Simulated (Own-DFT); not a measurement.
# Computed records: GaP (zincblende, atoms displaced)

Computed with Own-DFT development build. A calculation, not a measurement: plane-wave PBE density functional theory by an unreviewed code, no spin, of a simulated periodic cell, stress positive in tension, free energy of the whole cell less one offset for each atom, forces on such cells passed a denser k mesh, this cell's mesh not checked; offsets are fitted by least squares, one for each functional and potential file, so energies compare only between cells with the same atoms and settings and are not formation energies; the far tail of each file's local potential was reset to the Coulomb form; each entry is a single point on an unrelaxed cell, so the pressure reflects the starting lattice, mostly measured values (interpolated for alloys), from which strain is counted, and rises with the displacements; printed positions are rounded, which can move forces by about a meV/angstrom; the program, named Own-DFT, is a retired in-house code; no spin-orbit coupling.

### GaP (zincblende, atoms displaced)

```
GaP
1.0
     10.9010     0.0000     0.0000
      0.0000    10.9010     0.0000
      0.0000     0.0000    10.9010
Ga P Ga P Ga P Ga P Ga P Ga P Ga P Ga P
4 4 4 4 4 4 4 4 4 4 4 4 4 4 4 4
Direct
  0.01092 0.00783 0.01092
  0.99182 0.24325 0.27415
  0.24942 0.00274 0.24661
  0.23592 0.25862 0.99829
  0.12932 0.12514 0.13149
  0.13409 0.37778 0.38819
  0.34776 0.12427 0.37817
  0.38940 0.38697 0.12341
  0.00298 0.99008 0.50990
  0.00758 0.25714 0.73989
  0.24694 0.98796 0.73899
  0.24660 0.26586 0.50534
  0.12501 0.13405 0.63679
  0.14444 0.35355 0.87964
  0.36651 0.11623 0.87769
  0.35421 0.37602 0.62126
  0.97990 0.53481 0.01832
  0.00005 0.75506 0.25257
  0.24140 0.53310 0.24924
  0.25186 0.74740 0.01098
  0.13532 0.60345 0.12691
  0.14411 0.88692 0.38348
  0.38555 0.61821 0.38505
  0.38139 0.86923 0.12445
  0.99693 0.50440 0.49920
  0.02223 0.75728 0.76203
  0.25865 0.51707 0.77665
  0.25518 0.75337 0.50323
  0.13025 0.64643 0.65686
  0.13440 0.86160 0.86942
  0.37132 0.62886 0.87654
  0.35732 0.86938 0.61055
  0.52206 0.01539 0.00462
  0.50039 0.25737 0.24270
  0.74561 0.00875 0.25304
  0.71794 0.27586 0.00214
  0.61186 0.13014 0.11257
  0.62383 0.36998 0.37855
  0.86009 0.12553 0.36399
  0.86723 0.38910 0.12537
  0.49464 0.00439 0.50779
  0.52269 0.24896 0.76489
  0.74086 0.98748 0.76600
  0.76462 0.26111 0.51415
  0.59372 0.12904 0.60972
  0.62292 0.37834 0.87885
  0.85988 0.12148 0.88619
  0.88946 0.40478 0.62110
  0.49982 0.50880 0.99929
  0.47437 0.75211 0.23359
  0.73602 0.49428 0.24578
  0.74791 0.74910 0.00625
  0.62936 0.63445 0.12098
  0.61428 0.87891 0.37233
  0.88143 0.61765 0.38043
  0.88793 0.87668 0.13061
  0.48533 0.50918 0.50065
  0.48430 0.74191 0.74270
  0.74523 0.51022 0.74507
  0.73405 0.76158 0.49752
  0.60358 0.63306 0.61226
  0.61215 0.86605 0.87678
  0.87699 0.61881 0.87179
  0.85669 0.87248 0.63085
```

* functional: PBE
* potential files: PseudoDojo norm-conserving, scalar-relativistic, standard set
* wave cutoff: 42 hartree
* occupations: Fermi-Dirac
* smearing width: 0.1 eV
* hardware: one NVIDIA H100
* k mesh: 3 x 3 x 3 centred on Gamma
* free energy of cell above offsets: -16.726 eV
* pressure: 7.16 GPa
* stress xx: -6.38 GPa
* stress yy: -6.9 GPa
* stress zz: -8.2 GPa
* stress yz: 0.32 GPa
* stress xz: -3.83 GPa
* stress xy: -0.29 GPa
* wall time: 545.9 s

Force:
```
element  x (eV/Å)  y (eV/Å)  z (eV/Å)
     Ga    -0.733    -0.674      -1.5
     Ga     1.622     1.773    -1.881
     Ga     0.568     -0.65    -0.554
     Ga     4.748    -3.805     4.693
      P     -0.52     1.364     0.294
      P    -2.004     1.497    -2.247
      P     2.605     1.013     0.162
      P    -2.286    -0.127     0.228
     Ga    -0.665     0.917     0.046
     Ga    -1.654     0.574     2.086
     Ga     0.213     1.149     1.015
     Ga    -0.493    -3.046    -0.311
      P      0.32    -1.709    -1.981
      P    -4.703     5.619    -4.551
      P     1.033     0.245      0.11
      P     3.161      2.42     2.898
     Ga     0.363    -2.869     -0.09
     Ga     1.064    -0.709     1.354
     Ga     5.014    -5.097     5.461
     Ga    -0.235    -0.043    -0.474
      P    -4.078     5.141    -4.244
      P    -2.003    -1.515    -0.643
      P    -3.194     3.371    -3.306
      P    -2.435     3.909     -2.42
     Ga     3.453     1.599    -0.795
     Ga    -6.093    -0.058    -0.472
     Ga     -2.85    -3.771    -2.873
     Ga    -2.054    -2.948    -1.759
      P     1.892      -3.6    -4.283
      P     1.355     3.499     3.755
      P     2.505     1.723     2.547
      P     3.725     2.192     2.587
     Ga    -4.413    -4.047    -4.064
     Ga    -0.883    -0.826     1.425
     Ga     -1.21    -1.478    -1.583
     Ga      4.28    -2.888     2.421
      P     3.545     2.861     4.447
      P    -0.166     0.562     0.564
      P     0.851     0.018     3.442
      P     0.493    -1.582     0.093
     Ga    -2.533    -2.057    -2.758
     Ga    -3.331    -1.204    -1.264
     Ga    -0.078     1.169    -0.851
     Ga    -1.129    -0.624    -0.766
      P     4.404     2.283     2.776
      P    -1.076     3.781    -2.824
      P     0.608     1.145    -0.299
      P    -2.268    -3.155     2.747
     Ga     0.387     0.456    -0.184
     Ga     3.572    -2.844     3.534
     Ga     0.309     0.775     1.028
     Ga     1.381     1.071    -1.201
      P    -1.507    -0.896     1.273
      P    -0.539     0.367    -0.861
      P    -1.857     1.826    -1.291
      P    -1.532     0.466    -0.706
     Ga     1.607    -4.464     1.687
     Ga     -0.14     1.479     0.142
     Ga    -0.537    -0.209    -0.299
     Ga     1.053    -0.947    -0.347
      P     1.915    -0.367     1.157
      P      0.05    -0.345     0.298
      P    -0.573      2.37    -0.735
      P     1.672     -0.08      0.15
```
